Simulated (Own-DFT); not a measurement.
# Strain and stress in diamond-structure SiGeSn with randomly placed atoms, 64 atoms (Ge44Si16Sn4)

All numbers below are calculated, not measured. The program, named Own-DFT, is a retired in-house plane-wave density functional code that no person has reviewed. Each row is one single-point run on a periodic cell that was not relaxed, without spin or spin-orbit coupling.

Settings of every run: PBEsol; PseudoDojo norm-conserving scalar-relativistic files, made for PBE; cutoff 49 hartree; 3 x 3 x 3 k mesh centred on Gamma; Fermi-Dirac smearing of 0.1 eV.

Known limits: forces on such cells moved up to 12 meV/angstrom on a denser k mesh; stress not checked against mesh or cutoff.

Unstrained cell vectors in Å: (11.306, 0.000, 0.000); (0.000, 11.306, 0.000); (0.000, 0.000, 11.306). The unstrained cell has measured lattice constants (interpolated for alloys), not those of this functional. That, the random moves and any unrelaxed bonds set the pressure at no strain. Each run strains this cell uniformly, with the atoms carried along. Every atom was also moved at random, by a Gaussian of width 0.05 Å on each axis. The random placing of the alloy's atoms differs from row to row. Strain is the symmetric tensor, in per cent. Stress is positive in tension, and the pressure is minus a third of its trace.

```
run  e_xx (%)  e_yy (%)  e_zz (%)  s_xx (GPa)  s_yy (GPa)  s_zz (GPa)  P (GPa)  E (meV/atom)
  1     -0.25     -0.25      0.00       -2.09       -2.26       -1.99     2.11           7.8
  2     -2.00     -2.00      0.00       -5.48       -5.50       -3.92     4.97          20.9
  3     -0.50     -0.50      0.00       -2.70       -2.71       -2.36     2.59          13.9
  4      2.00      2.00      0.00        1.32        1.44        0.05    -0.94          11.8
  5     -0.75     -0.75      0.00       -3.33       -3.01       -2.58     2.97          16.1
  6      0.50      0.50      0.00       -0.95       -0.79       -1.11     0.95           0.0
  7      1.25      1.25      0.00        0.16        0.39       -0.52    -0.01           8.1
  8      3.00      3.00      0.00        3.05        2.97        1.14    -2.38           0.9
  9      2.25      2.25      0.00           ?           ?           ?        ?             ?
```

E is the free energy for each atom above the lowest run shown.

## Worked fit

The change of volume is close to e_xx + e_yy + e_zz. A straight line through the runs shown gives P = 1.89 - 72 x (fractional change of volume) GPa, with an error of 2 on the slope and a scatter of 0.15 GPa. The strain isn't the same on all axes, but the crystal is cubic, so the slope still estimates the bulk modulus, averaged over pressures from -2.4 to 5.0 GPa.

## Withheld run

Question: what pressure should run 9 give? Its volume changes by 4.55 %.

The line gives -1.4 GPa. The calculation gave -1.29 GPa.
